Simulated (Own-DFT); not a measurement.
GaP (zincblende, atoms displaced) (calculated)

All values are calculated (Own-DFT development build). A calculation, not a measurement: plane-wave PBE density functional theory by an unreviewed code, no spin, of a simulated periodic cell, stress positive in tension, free energy of the whole cell less one offset for each atom, forces on such cells passed a denser k mesh, this cell's mesh not checked; offsets are fitted by least squares, one for each functional and potential file, so energies compare only between cells with the same atoms and settings and are not formation energies; the far tail of each file's local potential was reset to the Coulomb form; each entry is a single point on an unrelaxed cell, so the pressure reflects the starting lattice, mostly measured values (interpolated for alloys), from which strain is counted, and rises with the displacements; printed positions are rounded, which can move forces by about a meV/angstrom; the program, named Own-DFT, is a retired in-house code; no spin-orbit coupling.

Settings shared by all entries: functional PBE; potential files PseudoDojo norm-conserving, scalar-relativistic, standard set; wave cutoff 42 hartree; occupations Fermi-Dirac; smearing width 0.1 eV; k mesh 2 x 3 x 3 centred on Gamma.

(1) GaP (zincblende, atoms displaced)

```
cell vectors (Å)
  16.3515     0.0000     0.0000
   0.0000    10.9010     0.0000
   0.0000     0.0000    10.9010
atoms (fractions of the cell vectors)
Ga  0.00262  0.01095  0.00213
Ga  0.99873  0.24707  0.24985
Ga  0.15945  0.00644  0.25247
Ga  0.16706  0.24940  0.99853
P   0.08366  0.12024  0.12123
P   0.08110  0.37907  0.37867
P   0.25521  0.13158  0.36663
P   0.25099  0.37630  0.12422
Ga  0.00257  0.00509  0.49981
Ga  0.99955  0.25030  0.74619
Ga  0.16683  0.00660  0.75008
Ga  0.16506  0.25185  0.49149
P   0.08213  0.12331  0.62653
P   0.08761  0.37350  0.87288
P   0.24883  0.12314  0.87974
P   0.25203  0.37201  0.62444
Ga  0.00114  0.50305  0.00187
Ga  0.99984  0.76326  0.25252
Ga  0.16667  0.49655  0.25172
Ga  0.16949  0.75370  0.99672
P   0.08258  0.62709  0.12339
P   0.09139  0.87179  0.37109
P   0.24858  0.62070  0.37952
P   0.24832  0.86744  0.12048
Ga  0.00016  0.50726  0.51326
Ga  0.99744  0.74334  0.75508
Ga  0.16742  0.49657  0.75572
Ga  0.16450  0.75916  0.49242
P   0.08388  0.61741  0.62446
P   0.08426  0.86972  0.87545
P   0.25390  0.62724  0.86984
P   0.24747  0.87147  0.62776
Ga  0.33538  0.99362  0.00045
Ga  0.33357  0.24600  0.25344
Ga  0.49657  0.00619  0.24746
Ga  0.49995  0.25170  0.99834
P   0.42180  0.12677  0.12471
P   0.41541  0.37273  0.37622
P   0.58368  0.12902  0.37547
P   0.58192  0.37304  0.12530
Ga  0.33298  0.99221  0.50146
Ga  0.32814  0.25041  0.75057
Ga  0.50627  0.00558  0.74378
Ga  0.50274  0.24760  0.50192
P   0.41265  0.13138  0.62572
P   0.41622  0.37630  0.87379
P   0.58526  0.13107  0.87816
P   0.58395  0.37331  0.62196
Ga  0.33271  0.51412  0.00247
Ga  0.33612  0.73968  0.25292
Ga  0.50258  0.50180  0.24958
Ga  0.49855  0.74911  0.99347
P   0.41405  0.62568  0.12476
P   0.41802  0.86757  0.37610
P   0.58385  0.61886  0.37689
P   0.58719  0.87175  0.13007
Ga  0.33568  0.50363  0.49336
Ga  0.33171  0.74726  0.74175
Ga  0.49782  0.50340  0.74798
Ga  0.49462  0.74959  0.50213
P   0.41838  0.63434  0.62232
P   0.41899  0.87452  0.87796
P   0.58303  0.63203  0.87350
P   0.58058  0.87264  0.62681
Ga  0.66815  0.98769  0.99866
Ga  0.66914  0.25088  0.24674
Ga  0.83315  0.99594  0.25371
Ga  0.83184  0.24224  0.99963
P   0.74654  0.12630  0.12428
P   0.74908  0.38041  0.37701
P   0.91626  0.12350  0.36452
P   0.91910  0.37768  0.12260
Ga  0.66465  0.00324  0.49754
Ga  0.66545  0.24814  0.74852
Ga  0.83404  0.00048  0.75056
Ga  0.83797  0.25043  0.49550
P   0.74844  0.12148  0.61735
P   0.75365  0.37733  0.87750
P   0.91633  0.12418  0.87084
P   0.91943  0.37104  0.62349
Ga  0.66596  0.50293  0.99752
Ga  0.66789  0.75564  0.24564
Ga  0.83810  0.50283  0.24114
Ga  0.83336  0.74117  0.99908
P   0.75038  0.62705  0.11894
P   0.75215  0.86996  0.37234
P   0.91839  0.62743  0.38466
P   0.91653  0.87974  0.12183
Ga  0.66500  0.49861  0.49949
Ga  0.66583  0.75344  0.74355
Ga  0.83230  0.50009  0.74516
Ga  0.83098  0.75541  0.50358
P   0.75016  0.63047  0.62685
P   0.75074  0.87838  0.87568
P   0.91529  0.62233  0.87630
P   0.91052  0.87673  0.62240
```

| Item | Value |
| --- | --- |
| free energy of cell above offsets | -50.326 eV |
| pressure | 3.24 GPa |
| stress xx | -3.28 GPa |
| stress yy | -3.14 GPa |
| stress zz | -3.29 GPa |
| stress yz | 0.32 GPa |
| stress xz | -0.35 GPa |
| stress xy | 0.06 GPa |

Force:
```tsv
element	x (eV/Å)	y (eV/Å)	z (eV/Å)
Ga	-0.748	-1.614	-1.104
Ga	0.596	0.729	-0.384
Ga	2.005	-0.289	-0.544
Ga	0.188	0.189	0.45
P	0.177	1.655	0.632
P	-0.484	-0.193	-0.335
P	-1.66	-1.866	1.429
P	0.126	-0.138	-0.043
Ga	-0.551	-0.846	-0.38
Ga	0.321	0.015	0.635
Ga	-0.165	-0.903	0.339
Ga	0.459	-0.15	0.637
P	0.533	0.579	-0.493
P	-1.221	-0.159	0.478
P	0.537	-0.096	-0.18
P	-0.57	0.693	-0.485
Ga	0.302	-0.319	-0.423
Ga	-0.247	-1.182	-0.28
Ga	-0.257	0.233	-0.329
Ga	-0.432	-0.997	-0.21
P	0.398	0.331	0.469
P	-2.027	1.441	0.063
P	-0.221	0.581	-0.488
P	0.668	1.04	1.469
Ga	-0.541	-1.026	-1.358
Ga	0.261	0.576	-0.784
Ga	0.717	0.218	-0.845
Ga	0.99	-1.866	1.565
P	0.956	1.738	0.951
P	-0.462	0.995	-0.332
P	-0.832	-0.046	0.18
P	-0.226	0.695	-0.397
Ga	-0.165	0.295	0.383
Ga	1.008	1.263	-1.437
Ga	1.022	-0.971	0.76
Ga	0	0.31	-0.152
P	-1.393	0.109	-0.509
P	0.752	0.181	-0.284
P	-0.091	-0.384	-0.55
P	0.416	0.458	-0.236
Ga	0.031	0.573	-0.162
Ga	0.454	-0.01	0.505
Ga	-1.067	0.345	0.831
Ga	-0.738	0.302	-0.11
P	0.539	-0.948	-0.133
P	-0.437	0.28	0.228
P	0.091	-1.033	-0.063
P	-0.22	0.436	0.668
Ga	-0.126	-1.56	-0.514
Ga	-1.011	0.768	0.035
Ga	-0.692	-0.471	-0.041
Ga	0.269	0.127	1.16
P	1.513	0.052	0.161
P	-0.399	1.026	-0.685
P	-0.065	1.376	-0.213
P	-1.632	0.626	-0.833
Ga	0.023	-0.471	1.033
Ga	0.572	0.623	0.837
Ga	0.405	-0.202	0.016
Ga	1.717	0.127	-0.654
P	-0.782	-1.655	0.354
P	-0.252	0.399	-1.435
P	0.216	-0.783	-0.359
P	0.409	0.352	-1.084
Ga	-0.537	1.294	0.372
Ga	-0.318	0.454	0.561
Ga	-0.41	0.209	-0.926
Ga	0.336	0.702	0.102
P	0.549	-0.981	0.058
P	0.846	-0.34	-0.713
P	0.273	-0.123	1.155
P	-0.141	-0.919	-0.233
Ga	-0.041	-0.943	-0.225
Ga	0.734	0.395	0.016
Ga	-0.571	0.141	-0.338
Ga	-0.734	-0.109	-0.113
P	0.671	0.64	0.737
P	-0.637	-0.348	-0.504
P	0.324	0.304	0.308
P	-0.628	0.513	0.083
Ga	-0.196	-0.35	-0.02
Ga	0.318	-1.366	0.818
Ga	-0.487	0.252	1.052
Ga	0.183	1.271	-0.195
P	-0.333	-0.367	0.877
P	-0.764	0.659	0.425
P	-0.179	0.325	-0.868
P	-0.086	-0.178	-0.146
Ga	0.431	0.235	0.452
Ga	0.25	0.099	0.879
Ga	0.218	-0.205	0.256
Ga	0.138	-0.734	-0.446
P	-0.33	-0.697	-0.443
P	0.466	-1.015	-0.561
P	0.089	-0.468	-0.289
P	1.611	0.094	0.451
```

(2) GaP (zincblende, atoms displaced)

```
cell vectors (Å)
  16.3515     0.0000     0.0000
   0.0000    10.9010     0.0000
   0.0000     0.0000    10.9010
atoms (fractions of the cell vectors)
Ga  0.00566  0.99259  0.99778
Ga  0.00180  0.25093  0.24816
Ga  0.16265  0.99367  0.24154
Ga  0.16992  0.24646  0.99832
P   0.08269  0.12613  0.11823
P   0.08131  0.37357  0.37362
P   0.25432  0.11912  0.37687
P   0.24924  0.37746  0.11867
Ga  0.00228  0.99567  0.50174
Ga  0.00594  0.25868  0.75078
Ga  0.16889  0.99871  0.75786
Ga  0.17274  0.25354  0.49212
P   0.07994  0.12409  0.62108
P   0.08053  0.37213  0.87228
P   0.24932  0.12508  0.87785
P   0.25684  0.37825  0.62427
Ga  0.00146  0.49429  0.99550
Ga  0.00027  0.75388  0.24674
Ga  0.16044  0.50558  0.25110
Ga  0.16260  0.74774  0.00585
P   0.08320  0.63593  0.12572
P   0.08157  0.88173  0.37704
P   0.24407  0.61974  0.37387
P   0.25063  0.87146  0.12380
Ga  0.00282  0.50451  0.51252
Ga  0.99922  0.74702  0.74722
Ga  0.16702  0.49546  0.74910
Ga  0.16766  0.74581  0.49345
P   0.08063  0.62586  0.61950
P   0.08507  0.87175  0.87443
P   0.24944  0.62369  0.86942
P   0.25348  0.87120  0.62932
Ga  0.33637  0.00122  0.99460
Ga  0.33708  0.24819  0.24074
Ga  0.50096  0.99084  0.24969
Ga  0.50057  0.24580  0.00760
P   0.42241  0.12214  0.12676
P   0.41342  0.38085  0.37063
P   0.58464  0.12181  0.38003
P   0.57962  0.37718  0.11907
Ga  0.33645  0.99942  0.50396
Ga  0.33703  0.25743  0.75542
Ga  0.49612  0.99348  0.75703
Ga  0.49534  0.24631  0.50368
P   0.41914  0.13149  0.62353
P   0.41804  0.38093  0.87386
P   0.58381  0.12461  0.87011
P   0.58362  0.37494  0.62065
Ga  0.33286  0.50266  0.00283
Ga  0.33339  0.74907  0.24226
Ga  0.50309  0.50804  0.24972
Ga  0.49674  0.74618  0.00163
P   0.41656  0.62495  0.13473
P   0.41777  0.87164  0.37631
P   0.57834  0.61963  0.37191
P   0.58173  0.87284  0.12979
Ga  0.33434  0.49975  0.50316
Ga  0.32736  0.74223  0.74800
Ga  0.49884  0.50184  0.75331
Ga  0.50252  0.74523  0.49031
P   0.41112  0.62292  0.62422
P   0.41849  0.86655  0.87395
P   0.58049  0.62792  0.87757
P   0.58263  0.87431  0.62901
Ga  0.66700  0.00485  0.00472
Ga  0.66963  0.25312  0.25538
Ga  0.83635  0.99550  0.25037
Ga  0.83069  0.25107  0.99750
P   0.74778  0.12192  0.12421
P   0.74797  0.38048  0.37372
P   0.91074  0.13244  0.37675
P   0.91785  0.37516  0.12535
Ga  0.66669  0.99931  0.50001
Ga  0.66847  0.24976  0.74809
Ga  0.83598  0.00233  0.75631
Ga  0.83548  0.24982  0.50164
P   0.74964  0.13555  0.63023
P   0.74980  0.38153  0.86784
P   0.91840  0.12583  0.88140
P   0.91675  0.37562  0.63039
Ga  0.66822  0.50096  0.99750
Ga  0.66703  0.74807  0.24817
Ga  0.83507  0.50340  0.24980
Ga  0.83506  0.75360  0.99576
P   0.74649  0.62143  0.12883
P   0.75200  0.87606  0.37957
P   0.92078  0.62343  0.37492
P   0.92018  0.87766  0.13246
Ga  0.67090  0.49428  0.49073
Ga  0.67221  0.75398  0.75067
Ga  0.83550  0.49750  0.75566
Ga  0.82907  0.74523  0.50236
P   0.74977  0.62329  0.62394
P   0.75111  0.87713  0.87693
P   0.91027  0.62870  0.87084
P   0.91786  0.87765  0.61849
```

| Property | Result |
| --- | --- |
| free energy of cell above offsets | -50.072 eV |
| pressure | 3.29 GPa |
| stress xx | -3.28 GPa |
| stress yy | -3.34 GPa |
| stress zz | -3.24 GPa |
| stress yz | -0.72 GPa |
| stress xz | 0.48 GPa |
| stress xy | -0.14 GPa |

Force:
```tsv
element	x (eV/Å)	y (eV/Å)	z (eV/Å)
Ga	-0.874	0.583	0.149
Ga	-0.533	-0.393	0.141
Ga	0.639	0.763	0.617
Ga	-0.572	0.621	0.167
P	0.232	-0.116	0.513
P	0.216	0.417	0.469
P	-0.394	0.155	-1.094
P	-0.336	-0.109	0.807
Ga	-0.918	1.124	-0.354
Ga	-1.43	-1.742	-0.761
Ga	-0.334	0.113	-1.185
Ga	-0.276	-0.367	0.557
P	1.345	0.502	0.582
P	1.766	0.633	0.806
P	0.871	0.157	-0.614
P	-1.303	-0.737	0.305
Ga	-0.605	1.137	0.425
Ga	0.019	-0.175	1.193
Ga	0.193	-0.765	-0.47
Ga	1.332	0.408	-1.202
P	-0.851	-1.745	-0.093
P	0.546	-1.042	-0.593
P	1.437	0.304	-0.181
P	0.007	0.523	-0.563
Ga	-1.171	-1.316	-1.562
Ga	-0.277	0.48	-0.077
Ga	-0.137	0.225	-0.423
Ga	-0.273	0.905	0.574
P	1.591	0.639	1.362
P	-0.135	-0.475	-0.223
P	-0.772	-0.245	1.379
P	-0.944	0.569	-0.68
Ga	0.062	-0.381	0.503
Ga	-0.615	0.197	0.712
Ga	0.101	0.766	0.812
Ga	0.128	0.324	-1.408
P	-0.738	-0.572	-0.168
P	0.671	-0.565	0.016
P	-0.538	0.435	-0.671
P	1.007	0.068	0.904
Ga	0.058	-0.127	0.083
Ga	-0.324	-0.647	-0.382
Ga	0.592	0.741	-0.883
Ga	1.081	1.187	-1.291
P	-1.01	-1.362	1.506
P	0.084	-0.577	1.257
P	-0.15	-0.003	0.674
P	-0.132	0.212	0.313
Ga	0.26	0.185	-0.431
Ga	-0.531	0.141	1.459
Ga	-0.823	-1.712	-0.478
Ga	0.423	0.129	0.563
P	-0.115	-0.187	-1.398
P	-0.548	0.062	-0.228
P	2.164	0.641	0.584
P	0.511	-0.253	-1.078
Ga	-0.251	0.251	-0.996
Ga	1.078	0.437	0.099
Ga	0.468	0.156	-0.936
Ga	-0.526	0.332	1.486
P	1.35	0.535	0.017
P	-1.209	0.042	0.102
P	0.797	0.001	-0.363
P	0.071	-0.233	-0.524
Ga	-0.805	-0.681	-0.631
Ga	-0.991	-0.416	-0.659
Ga	-0.67	0.798	0.333
Ga	0.068	0.061	0.205
P	0.813	0.697	0.734
P	1.83	-0.971	-0.47
P	1.469	-1.067	-0.621
P	-0.344	0.017	-0.259
Ga	0.182	0.167	0.811
Ga	-0.933	0.765	0.246
Ga	0.026	0.249	-0.678
Ga	-0.821	0.869	0.401
P	0.72	-1.627	-0.734
P	-0.344	-0.867	0.977
P	0.483	0.116	-0.417
P	0.191	0.095	-0.378
Ga	-0.605	-0.059	-0.045
Ga	-0.222	0.259	0.774
Ga	0.128	-0.149	0.084
Ga	-0.438	-0.003	1.209
P	0.953	0.509	-0.712
P	-0.392	-0.348	-0.595
P	-0.367	0.243	0.275
P	-0.364	-0.209	-1.432
Ga	-1.481	1.128	1.318
Ga	-0.875	-0.395	-0.036
Ga	-0.33	0.419	-1.169
Ga	1.037	0.247	-0.366
P	-0.174	-0.601	0.326
P	-0.097	0.362	0.21
P	1.568	-0.315	0.562
P	-0.673	-0.553	0.907
```
